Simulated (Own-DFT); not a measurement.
# Two functionals across a range of volumes: C11b WSi2, 30 atoms (Si20W10)

Source: density functional calculations with Own-DFT, an unreviewed in-house program that is no longer used. Nothing was measured or relaxed, and spin and spin-orbit coupling are left out.

Known weak points: forces on such cells failed a check on a denser k mesh; stress not checked against mesh or cutoff.

Each geometry was run with PBE and with PBEsol, otherwise alike: PseudoDojo norm-conserving scalar-relativistic files made for PBE; cutoff 50 hartree; 5 x 5 x 5 k mesh centred on Gamma; cold (Marzari-Vanderbilt) smearing of 0.2 eV. Unstrained cell vectors in Å: (-2.149, -5.953, 3.409); (-6.444, 2.976, 1.136); (-2.553, -2.948, -6.757). Each has a uniform strain, of which the change of volume is shown, and random moves of rms u per axis.

```
run  volume change (%)   u (Å)  P with PBE (GPa)  P with PBEsol (GPa)
  1               3.22  0.0472             -0.65                -4.59
  2              -1.43  0.0532             11.00                 6.84
  3               0.02  0.0490              5.89                 1.80
  4               2.33  0.0421              0.57                -3.40
  5               2.33  0.0545              2.02                -1.99
  6               2.25  0.0513              1.43                -2.54
  7               0.56  0.0475              4.93                 0.84
  8              -3.54  0.0479             15.52                11.26
  9              -0.46  0.0518              8.09                 3.96
 10               0.30  0.0493              5.56                 1.49
 11               2.02  0.0541              2.05                    ?
```

Q: by how much does PBEsol shrink this cell, and what belongs in the blank?

## Solution

Write v for the change of volume as a fraction. Fitted to v and u², the PBE pressure has a slope of -240 ± 8 GPa in v, with the ions held to the strained lattice. The difference PBEsol less PBE is -4.10 + 4.8 v GPa (slope ± 0.3) and averages -4.07 GPa. Divided by the mean slope of the two, 238 GPa, that makes PBEsol's volume at a given pressure, near 3 GPa, about 1.7 % smaller, or 0.57 % in lengths. At one volume PBEsol's slope is the smaller by 5 GPa, but its pressure there is lower too. If stiffness rises by about 4 GPa for each GPa, PBEsol at equal pressure is stiffer by about 12 GPa. Files made for PBEsol would give a different shift.

For run 11 the line gives -1.95 GPa. The run itself gave -1.95 GPa.
